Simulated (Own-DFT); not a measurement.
GaP (zincblende, atoms displaced) (calculated)

Computed with Own-DFT development build. A calculation, not a measurement: plane-wave PBE density functional theory by an unreviewed code, no spin, of a simulated periodic cell, stress positive in tension, free energy of the whole cell less one offset for each atom, forces on such cells passed a denser k mesh, this cell's mesh not checked; offsets are fitted by least squares, one for each functional and potential file, so energies compare only between cells with the same atoms and settings and are not formation energies; the far tail of each file's local potential was reset to the Coulomb form; each entry is a single point on an unrelaxed cell, so the pressure reflects the starting lattice, mostly measured values (interpolated for alloys), from which strain is counted, and rises with the displacements; printed positions are rounded, which can move forces by about a meV/angstrom; the program, named Own-DFT, is a retired in-house code; no spin-orbit coupling; before rounding, a Quantum ESPRESSO 7.3.1 run of the same cell and cutoff gave forces within 1 meV/angstrom rms on each cell, which checks the program and not the settings.

Common to all runs: functional PBE; potential files PseudoDojo norm-conserving, scalar-relativistic, standard set; wave cutoff 42 hartree; occupations Fermi-Dirac; smearing width 0.1 eV; k mesh 2 x 3 x 3 centred on Gamma.

(1) GaP (zincblende, atoms displaced)

```
cell vectors (Å)
  16.3515     0.0000     0.0000
   0.0000    10.9010     0.0000
   0.0000     0.0000    10.9010
atoms (fractions of the cell vectors)
Ga  0.00108  0.99289  0.99978
Ga  0.00132  0.25259  0.25344
Ga  0.16403  0.98961  0.24926
Ga  0.16830  0.25346  0.99562
P   0.08488  0.12762  0.12214
P   0.08223  0.37294  0.37724
P   0.24859  0.12837  0.37570
P   0.24791  0.37851  0.12655
Ga  0.99380  0.99890  0.49070
Ga  0.00020  0.24822  0.74878
Ga  0.17056  0.99580  0.75199
Ga  0.16430  0.25040  0.49492
P   0.08467  0.12538  0.62324
P   0.08259  0.37597  0.87849
P   0.25118  0.12235  0.87692
P   0.25007  0.37924  0.62857
Ga  0.00368  0.49847  0.99749
Ga  0.00049  0.74959  0.24800
Ga  0.16477  0.49357  0.24619
Ga  0.16653  0.75105  0.00114
P   0.08108  0.62973  0.12136
P   0.08169  0.88233  0.37977
P   0.24891  0.62903  0.37264
P   0.24315  0.87897  0.12505
Ga  0.99647  0.49974  0.50017
Ga  0.99804  0.74012  0.74861
Ga  0.16667  0.50359  0.74541
Ga  0.16734  0.74598  0.50126
P   0.08331  0.62534  0.62412
P   0.08142  0.87472  0.87653
P   0.24564  0.62385  0.87935
P   0.24836  0.87252  0.62421
Ga  0.33629  0.00900  0.99148
Ga  0.32962  0.24801  0.25300
Ga  0.49915  0.98916  0.25221
Ga  0.49570  0.24951  0.99355
P   0.41321  0.12991  0.12687
P   0.41476  0.37436  0.37043
P   0.58305  0.12342  0.37926
P   0.57935  0.37558  0.13164
Ga  0.33571  0.00028  0.49288
Ga  0.33209  0.25008  0.75455
Ga  0.50126  0.99835  0.74378
Ga  0.49901  0.25178  0.50568
P   0.41802  0.12342  0.61882
P   0.42205  0.37893  0.87765
P   0.58537  0.12347  0.87370
P   0.58027  0.37302  0.62817
Ga  0.33283  0.49993  0.99736
Ga  0.33443  0.74772  0.24788
Ga  0.49897  0.49907  0.24925
Ga  0.50511  0.74515  0.99508
P   0.41452  0.62134  0.12540
P   0.41994  0.86530  0.37705
P   0.58618  0.62609  0.38253
P   0.58325  0.87697  0.13538
Ga  0.33604  0.49756  0.50201
Ga  0.33337  0.75871  0.74653
Ga  0.50189  0.50201  0.75077
Ga  0.50113  0.75390  0.49606
P   0.41624  0.62695  0.61469
P   0.41438  0.88219  0.87207
P   0.58297  0.62192  0.87103
P   0.58358  0.88004  0.62791
Ga  0.66077  0.99761  0.99854
Ga  0.66700  0.24764  0.25396
Ga  0.83455  0.00042  0.25013
Ga  0.82813  0.24563  0.00128
P   0.75101  0.12700  0.12806
P   0.75185  0.38030  0.37552
P   0.91296  0.12470  0.37698
P   0.91790  0.36847  0.12786
Ga  0.67001  0.99769  0.50855
Ga  0.67255  0.24905  0.75113
Ga  0.83139  0.00565  0.74640
Ga  0.83351  0.25273  0.50287
P   0.74755  0.13473  0.62559
P   0.74820  0.37393  0.87486
P   0.91708  0.12888  0.87572
P   0.90910  0.37730  0.62536
Ga  0.66780  0.49763  0.00865
Ga  0.66541  0.75144  0.25141
Ga  0.83689  0.49701  0.24622
Ga  0.83357  0.75340  0.99744
P   0.74769  0.62526  0.12625
P   0.75159  0.86872  0.38094
P   0.91641  0.62159  0.37191
P   0.91635  0.86310  0.12186
Ga  0.66953  0.49673  0.49650
Ga  0.66813  0.74571  0.75682
Ga  0.83706  0.50146  0.74943
Ga  0.83318  0.74800  0.50239
P   0.74775  0.61992  0.62562
P   0.75489  0.86830  0.86590
P   0.91596  0.62226  0.86646
P   0.91351  0.87198  0.61337
```

- free energy of cell above offsets: -50.669 eV
- pressure: 3.2 GPa
- stress xx: -3.23 GPa
- stress yy: -3.16 GPa
- stress zz: -3.2 GPa
- stress yz: -0.54 GPa
- stress xz: 0.35 GPa
- stress xy: 0.36 GPa

Force:
```tsv
element	x (eV/Å)	y (eV/Å)	z (eV/Å)
Ga	-0.452	0.875	0.329
Ga	-0.101	-0.86	-0.206
Ga	-0.21	1.677	0.304
Ga	-0.062	-0.24	0.451
P	-0.268	-0.419	0.34
P	-0.115	0.667	-0.068
P	-0.192	-1.031	-0.259
P	0.654	-0.707	-0.545
Ga	0.51	0.406	1.124
Ga	-0.02	0.429	-0.143
Ga	-0.802	0.294	-0.176
Ga	0.483	0.09	0.949
P	-0.366	-0.521	0.042
P	0.425	-0.195	-1.224
P	-0.582	0.749	-0.568
P	0.008	-0.658	-0.492
Ga	-1.013	0.278	0.463
Ga	0.161	-0.03	0.74
Ga	-0.396	1.187	0.469
Ga	-0.299	0.086	-0.091
P	0.383	-0.724	0.393
P	0.07	-1.401	-0.38
P	0.04	-0.983	0.038
P	2.05	-0.471	-0.585
Ga	0.185	-0.114	0.127
Ga	0.24	1.441	-0.428
Ga	-0.264	-0.269	0.712
Ga	-0.34	0.477	-0.332
P	-0.289	-0.328	-0.331
P	0.323	-0.571	-0.837
P	0.874	0.438	-0.772
P	0.327	0.571	-0.584
Ga	-0.296	-0.684	1.475
Ga	0.012	0.491	-0.349
Ga	-0.47	1.642	0.367
Ga	1.037	-0.395	1.046
P	0.639	-0.731	-0.009
P	0.26	-0.154	0.595
P	-0.006	-0.302	-0.016
P	0.612	-0.726	-0.799
Ga	-0.368	-0.204	0.321
Ga	0.54	0.11	-0.474
Ga	-0.385	0.699	0.587
Ga	0.039	0.044	-0.96
P	-0.641	0.108	0.864
P	-1.304	0.059	-0.744
P	-0.599	0.334	-0.267
P	1.026	0.2	-0.069
Ga	-0.139	-0.053	0.218
Ga	-0.565	0.421	-0.228
Ga	0.028	0.594	0.691
Ga	-0.958	0.671	0.671
P	0.565	0.473	-0.51
P	-1.194	0.977	-0.771
P	-0.491	-0.243	-0.929
P	0.125	-0.753	-1.64
Ga	-0.688	0.103	-0.665
Ga	-0.027	-1.175	0.3
Ga	-0.639	0.156	-0.874
Ga	0.875	-0.6	1.067
P	0.404	0.284	1.418
P	0.965	-0.797	0.184
P	0.709	-0.117	0.793
P	0.455	-1.323	-0.112
Ga	1.201	-0.225	0.284
Ga	-0.216	0.346	0.143
Ga	-0.272	-0.703	-0.106
Ga	0.764	0.529	-0.235
P	-0.767	-0.912	-0.172
P	0.111	-0.871	-0.468
P	0.259	0.686	-0.472
P	-0.146	0.49	-0.912
Ga	-0.227	0.31	-0.772
Ga	-1.526	0.547	0.31
Ga	0.616	-0.11	-0.2
Ga	-0.484	-0.08	-0.599
P	0.786	-1.095	-0.487
P	0.591	0.668	0.432
P	-0.206	-0.792	0.105
P	1.767	-0.466	0.01
Ga	-0.605	-0.245	-0.501
Ga	0.358	-0.345	0.542
Ga	-0.38	0.216	-0.047
Ga	-0.298	-1.17	-0.232
P	0.745	0.316	-0.071
P	-0.253	0.807	-0.636
P	0.045	0.518	0.182
P	0.088	1.514	0.505
Ga	-0.667	-0.036	0.781
Ga	-0.298	0.107	-1.066
Ga	-1.517	-0.178	0.103
Ga	-0.341	-1.063	-0.388
P	0.323	0.312	0.151
P	-0.778	1.148	0.91
P	0.169	0.009	1.656
P	0.678	0.512	1.613
```

(2) GaP (zincblende, atoms displaced)

```
cell vectors (Å)
  16.3515     0.0000     0.0000
   0.0000    10.9010     0.0000
   0.0000     0.0000    10.9010
atoms (fractions of the cell vectors)
Ga  0.99828  0.00113  0.00012
Ga  0.99770  0.25176  0.24803
Ga  0.16380  0.98973  0.24583
Ga  0.16410  0.24605  0.00339
P   0.08721  0.12119  0.12813
P   0.08375  0.37878  0.37622
P   0.25057  0.13209  0.37336
P   0.25532  0.38166  0.12651
Ga  0.99903  0.99994  0.50330
Ga  0.00285  0.24994  0.75181
Ga  0.16513  0.99973  0.75446
Ga  0.16517  0.25111  0.50368
P   0.08344  0.11789  0.62081
P   0.08007  0.37446  0.87926
P   0.24844  0.11811  0.87457
P   0.25486  0.37092  0.63823
Ga  0.00309  0.48873  0.00039
Ga  0.99947  0.76096  0.25136
Ga  0.16206  0.50159  0.24669
Ga  0.16781  0.75025  0.00419
P   0.08496  0.62033  0.11748
P   0.08595  0.87635  0.37448
P   0.25044  0.62847  0.38142
P   0.24793  0.88188  0.12814
Ga  0.00638  0.49799  0.50323
Ga  0.00064  0.75228  0.74134
Ga  0.16389  0.50205  0.75104
Ga  0.16365  0.74462  0.50043
P   0.08380  0.61643  0.62888
P   0.08537  0.87494  0.87247
P   0.24965  0.62472  0.87595
P   0.24729  0.88046  0.61994
Ga  0.33267  0.00486  0.00952
Ga  0.33487  0.25560  0.25080
Ga  0.49856  0.99539  0.25503
Ga  0.50127  0.25941  0.00249
P   0.42062  0.12710  0.13349
P   0.42013  0.38146  0.37690
P   0.58304  0.11633  0.37191
P   0.58310  0.37731  0.12458
Ga  0.33168  0.99681  0.50474
Ga  0.32922  0.25658  0.75031
Ga  0.49927  0.00412  0.75140
Ga  0.50019  0.25640  0.51033
P   0.41758  0.12442  0.62176
P   0.41650  0.37967  0.87452
P   0.58318  0.11907  0.87692
P   0.58457  0.37498  0.62192
Ga  0.33724  0.50793  0.00397
Ga  0.33453  0.74389  0.25593
Ga  0.49899  0.50608  0.25196
Ga  0.50058  0.74918  0.00197
P   0.41997  0.63022  0.12918
P   0.41640  0.87035  0.38569
P   0.58276  0.61901  0.37128
P   0.58464  0.87628  0.12303
Ga  0.33888  0.50493  0.50193
Ga  0.33211  0.75066  0.74369
Ga  0.50112  0.49897  0.75358
Ga  0.50082  0.74885  0.50242
P   0.41641  0.62815  0.63452
P   0.41993  0.88217  0.87162
P   0.57989  0.61832  0.87074
P   0.58659  0.87160  0.62118
Ga  0.66760  0.00029  0.99367
Ga  0.66907  0.25510  0.25119
Ga  0.83619  0.00049  0.25277
Ga  0.83431  0.24139  0.00006
P   0.74722  0.12780  0.12240
P   0.74991  0.36705  0.38232
P   0.91958  0.12814  0.36933
P   0.91936  0.37884  0.13005
Ga  0.67176  0.00219  0.50549
Ga  0.66730  0.25071  0.74378
Ga  0.82849  0.99936  0.74887
Ga  0.83381  0.25481  0.50061
P   0.75027  0.13177  0.62043
P   0.75458  0.37261  0.88196
P   0.92132  0.13093  0.86771
P   0.91316  0.37160  0.61953
Ga  0.66547  0.49916  0.99334
Ga  0.66823  0.75285  0.25218
Ga  0.83483  0.49724  0.25762
Ga  0.83328  0.74819  0.00047
P   0.75470  0.63442  0.12418
P   0.75323  0.88203  0.37311
P   0.91933  0.62316  0.37764
P   0.91753  0.87483  0.13541
Ga  0.67131  0.49871  0.49639
Ga  0.66964  0.75290  0.75372
Ga  0.83421  0.48864  0.75499
Ga  0.82877  0.75062  0.50472
P   0.74666  0.62244  0.61984
P   0.74908  0.88174  0.87609
P   0.91688  0.62576  0.87444
P   0.92118  0.86892  0.63148
```

* free energy of cell above offsets: -49.921 eV
* pressure: 3.27 GPa
* stress xx: -3.36 GPa
* stress yy: -3.21 GPa
* stress zz: -3.25 GPa
* stress yz: 0.4 GPa
* stress xz: -0.12 GPa
* stress xy: -0.2 GPa

Force:
```tsv
element	x (eV/Å)	y (eV/Å)	z (eV/Å)
Ga	0.266	-0.125	-0.011
Ga	1.137	-0.046	0.042
Ga	0.577	1.542	1.001
Ga	0.971	0.403	-0.211
P	-1.167	0.337	-0.048
P	0.144	-0.796	-0.221
P	-0.233	-0.876	0.108
P	-0.892	-0.38	-0.279
Ga	-0.272	-0.29	-0.686
Ga	0.095	0.247	-1.237
Ga	0.199	-0.101	-0.684
Ga	0.61	0.086	-0.103
P	0.14	0.926	0.818
P	1.229	-0.621	-0.866
P	0.402	1.112	0.406
P	-1.961	1.902	-2.336
Ga	-1.059	1.505	0.221
Ga	0.681	-1.764	0.338
Ga	1.109	0.05	0.443
Ga	0.179	0.172	-0.523
P	-0.782	0.893	0.668
P	-0.685	-0.364	0.775
P	-0.326	-0.981	-0.502
P	1.093	-1.6	-0.214
Ga	-1.348	-0.061	-0.33
Ga	0.87	-1.143	1.729
Ga	0.935	-0.82	0.824
Ga	0.225	0.476	0.253
P	-0.095	1.176	-0.325
P	-0.685	-0.484	0.56
P	0.2	0.4	-0.06
P	-0.482	-0.94	0.812
Ga	0.612	-0.013	-0.599
Ga	0.17	-0.098	0.296
Ga	0.026	-0.39	-0.14
Ga	-0.242	-1.028	-0.379
P	-0.35	0.264	-0.576
P	-0.238	-0.478	0.13
P	0.43	1.259	0.808
P	0.423	0.522	0.512
Ga	0.15	0.972	-0.878
Ga	1.659	-2.123	1.423
Ga	0.534	-0.227	-0.82
Ga	-0.027	-0.989	-1.474
P	-0.522	0.409	0.73
P	-0.128	-0.457	0.376
P	-0.013	1.472	-0.415
P	0.349	0.806	0.621
Ga	-0.203	-0.133	-0.341
Ga	-0.274	0.999	-0.119
Ga	0.216	-0.766	-0.507
Ga	0.201	0.48	-0.61
P	-0.476	-0.054	-0.255
P	-0.162	0.251	-0.89
P	0.748	0.933	0.689
P	0.002	-0.1	0.2
Ga	-0.585	-0.284	0.389
Ga	-0.441	0.858	0.929
Ga	-0.379	-0.462	-0.921
Ga	0.303	-0.562	0.124
P	0.765	-0.45	-0.848
P	-1.072	-0.923	0.822
P	0.997	1.293	0.678
P	-0.124	0.564	0.713
Ga	-0.448	0.235	1.051
Ga	-0.92	-0.768	-0.116
Ga	-0.425	0.722	-0.485
Ga	0.655	0.537	0.316
P	0.546	-0.625	0.399
P	0.137	0.968	-1.075
P	-0.527	-0.247	1.14
P	-0.903	-0.598	-0.58
Ga	-0.779	-0.24	-0.816
Ga	-0.175	-0.011	1.172
Ga	1.049	0.547	-0.261
Ga	0.486	-1.283	-0.491
P	0.519	-0.509	0.485
P	-0.941	-0.4	-0.527
P	-1.125	-1.215	0.772
P	1.46	0.565	0.909
Ga	0.439	0.361	0.751
Ga	-0.141	-0.005	-0.142
Ga	-0.241	0.413	-0.285
Ga	0.752	0.821	-0.356
P	-1.08	-1.599	0.614
P	-0.359	-0.584	0.666
P	-0.004	0.543	0.356
P	-0.512	0.51	-1.908
Ga	-1.081	0.006	-0.077
Ga	-0.629	-0.547	-0.409
Ga	0.037	1.142	-0.564
Ga	0.902	-0.051	-0.554
P	0.667	0.007	1.396
P	0.659	-1.07	0.071
P	0.402	-0.331	-0.131
P	-1.843	1.323	-1.348
```
